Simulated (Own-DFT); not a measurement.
# How strain changes the stress of wurtzite AlGaN with randomly placed atoms, 128 atoms (Al48Ga16N64)

All numbers below are calculated, not measured. They come from Own-DFT, an in-house plane-wave density functional program, since retired, whose code no person has reviewed. Each row is one single-point run on a periodic cell that was not relaxed, without spin or spin-orbit coupling.

Settings of every run: PBE; PseudoDojo norm-conserving scalar-relativistic files (stringent for Ga); cutoff 96 hartree; 3 x 3 x 3 k mesh centred on Gamma; Gaussian smearing of 0.01 eV.

Known limits: k mesh not checked against a denser one; stress not checked against mesh or cutoff.

Unstrained cell vectors in Å: (12.525, 0.000, 0.000); (-6.262, 10.847, 0.000); (0.000, 0.000, 10.066). The unstrained cell has measured lattice constants (interpolated for alloys), not those of this functional. That, the random moves and any unrelaxed bonds set the pressure at no strain. Each run strains this cell uniformly, with the atoms carried along. Every atom was also moved at random, by a Gaussian of width 0.05 Å on each axis. The random placing of the alloy's atoms differs from row to row. Strain is the symmetric tensor, in per cent. Stress is positive in tension, and the pressure is minus a third of its trace.

```
run,e_xx (%),e_yy (%),e_zz (%),s_xx (GPa),s_yy (GPa),s_zz (GPa),P (GPa),E (meV/atom)
1,2.75,2.75,0.00,7.91,7.69,-2.76,-4.28,2.2
2,-1.00,-1.00,0.00,-12.92,-11.20,-8.57,10.90,21.3
3,-2.50,-2.50,0.00,-22.30,-22.51,-10.88,18.56,54.4
4,0.75,0.75,0.00,-2.99,-1.01,-6.20,3.40,7.5
5,2.00,2.00,0.00,4.22,3.15,-3.28,-1.36,4.5
6,-2.25,-2.25,0.00,-21.38,-20.38,-10.90,17.55,63.9
7,-0.50,-0.50,0.00,-9.02,-9.12,-6.26,8.14,0.0
8,3.00,3.00,0.00,9.69,8.47,-5.15,-4.33,20.7
9,0.25,0.25,0.00,?,?,?,?,?
```

E is the free energy for each atom above the lowest run shown.

## Worked fit

The change of volume is close to e_xx + e_yy + e_zz. A straight line through the runs shown gives P = 7.34 - 210 x (fractional change of volume) GPa, with an error of 8 on the slope and a scatter of 0.95 GPa. The strain isn't the same on all axes and the cell isn't cubic, so the slope belongs to this path and is not the bulk modulus.

## Withheld run

Question: what pressure should run 9 give? Its volume changes by 0.50 %.

The line gives 6.3 GPa. The calculation gave 5.02 GPa.
